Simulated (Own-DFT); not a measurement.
# How strain changes the stress of 3C SiC, 96 atoms (C48Si48)

Source: density functional calculations with Own-DFT, an unreviewed in-house program that is no longer used. Nothing was measured or relaxed, and spin and spin-orbit coupling are left out.

Common settings: PBE; PseudoDojo norm-conserving scalar-relativistic files; cutoff 42 hartree; 3 x 4 x 4 k mesh centred on Gamma; Fermi-Dirac smearing of 0.1 eV.

Keep in mind: forces on such cells passed a denser k mesh, each cell not checked; stress not checked against mesh or cutoff.

Unstrained cell vectors in Å: (13.079, 0.000, 0.000); (0.000, 8.719, 0.000); (0.000, 0.000, 8.719). The unstrained cell has measured lattice constants (interpolated for alloys), not those of this functional. That, the random moves and any unrelaxed bonds set the pressure at no strain. Each run strains this cell uniformly, with the atoms carried along. All atoms carry random offsets, Gaussian with a width of 0.05 Å per axis. Strain is the symmetric tensor, in per cent. Stress is positive in tension, and the pressure is minus a third of its trace.

| run | e_xx (%) | e_yy (%) | e_zz (%) | e_yz (%) | e_xz (%) | e_xy (%) | s_xx (GPa) | s_yy (GPa) | s_zz (GPa) | s_yz (GPa) | s_xz (GPa) | s_xy (GPa) | P (GPa) | E (meV/atom) |
|---|---|---|---|---|---|---|---|---|---|---|---|---|---|---|
| 1 | -1.32 | -0.38 | 0.35 | 0.09 | 1.27 | -0.22 | -11.46 | -8.69 | -7.21 | 0.66 | 7.81 | -3.01 | 9.12 | 32.0 |
| 2 | -0.32 | -1.12 | -1.69 | 0.00 | -1.54 | -1.46 | -11.42 | -13.50 | -14.77 | 0.36 | -8.29 | -10.21 | 13.23 | 27.3 |
| 3 | 1.17 | -1.79 | 0.42 | 0.12 | 1.78 | 0.39 | -3.50 | -10.22 | -5.37 | 0.92 | 9.52 | 2.79 | 6.36 | 18.2 |
| 4 | 1.85 | -0.59 | 0.49 | -1.85 | 1.43 | 1.85 | 0.74 | -5.49 | -2.81 | -10.64 | 7.23 | 10.90 | 2.52 | 22.4 |
| 5 | -1.09 | 0.59 | -1.38 | -0.89 | -1.96 | 0.73 | -11.55 | -7.07 | -12.47 | -2.75 | -11.17 | 5.56 | 10.36 | 44.0 |
| 6 | -0.13 | -0.51 | -1.06 | 1.66 | -1.71 | -0.84 | -8.84 | -9.91 | -11.85 | 7.76 | -10.43 | -4.88 | 10.20 | 33.2 |
| 7 | -0.52 | -0.61 | 0.17 | -1.26 | 0.85 | -0.96 | -7.67 | -7.93 | -6.04 | -6.99 | 3.71 | -4.40 | 7.21 | 0.0 |
| 8 | -0.33 | -1.95 | 0.63 | -0.21 | -0.70 | 1.40 | -9.31 | -13.02 | -6.47 | 0.12 | -4.03 | 8.79 | 9.60 | 21.5 |
| 9 | -1.88 | -0.27 | 1.10 | 0.58 | 0.94 | -1.64 | -11.80 | -8.40 | -4.82 | 3.01 | 5.77 | -10.37 | 8.34 | 20.7 |
| 10 | 1.25 | -1.39 | -1.46 | 1.31 | -0.95 | -1.49 | -5.32 | -12.65 | -12.66 | 7.24 | -5.09 | -8.69 | 10.21 | 43.5 |
| 11 | -1.32 | -1.15 | 1.26 | 0.59 | 0.58 | 0.67 | -11.17 | -10.53 | -4.18 | 3.73 | 4.31 | 4.58 | 8.62 | 17.4 |
| 12 | -0.61 | -1.02 | -0.36 | -1.91 | -1.13 | 1.95 | -11.08 | -12.11 | -10.19 | -11.25 | -7.42 | 10.88 | 11.13 | 37.1 |
| 13 | -1.77 | -1.92 | -1.43 | 1.41 | 0.42 | -0.70 | -18.65 | -19.22 | -17.82 | 9.01 | 2.55 | -4.25 | 18.57 | 43.7 |
| 14 | -1.99 | -0.35 | -0.83 | -0.73 | -1.71 | -1.42 | -16.34 | -12.15 | -13.47 | -2.45 | -10.54 | -7.70 | 13.99 | 54.5 |
| 15 | -0.68 | -0.27 | -0.46 | 0.97 | -0.01 | -1.49 | -8.96 | -8.85 | -8.80 | 6.16 | -0.14 | -6.49 | 8.87 | 16.5 |
| 16 | 0.88 | -0.97 | -1.14 | -0.85 | 1.06 | 1.08 | ? | ? | ? | ? | ? | ? | ? | ? |

E is the free energy per atom, counted from the lowest run shown.

## What the rows give

Each stress component was fitted by least squares to a constant and the strains of the runs shown, as fractions, with shears doubled. Shear strains stay in the fit of a normal stress only where such slopes are resolved. The slopes, in GPa:

| stress | at no strain | per e_xx | per e_yy | per e_zz | scatter |
|---|---|---|---|---|---|
| s_xx | -5.8 | 401 ± 12 | 171 ± 20 | 160 ± 14 | 0.52 |
| s_yy | -5.9 | 150 ± 13 | 410 ± 21 | 171 ± 14 | 0.53 |
| s_zz | -6.1 | 141 ± 12 | 147 ± 20 | 423 ± 14 | 0.50 |

The slope of each shear stress on twice its own strain, from a fit on all six strains: yz 271 ± 17, xz 285 ± 11, xy 295 ± 21 GPa. These are stiffnesses along x, y and z of the frame in which the cell vectors are given, which need not be the crystal's axes. No internal relaxation is included, and where it is allowed it would reduce some of the slopes. Slopes across the diagonal should nearly agree, so their difference gauges the noise. A ninth of the table's sum, 242 ± 8 GPa, estimates the bulk modulus near the mean pressure of these runs, 9.9 GPa, so it lies above the value at zero pressure.

## The run left out

Asked: what normal stresses and pressure should run 16 give?

The fit gives s_xx = -5.8, s_yy = -10.5, s_zz = -11.1 and P = 9.1 GPa. DFT gave -4.79, -9.40, -9.96 and P = 8.05 GPa.
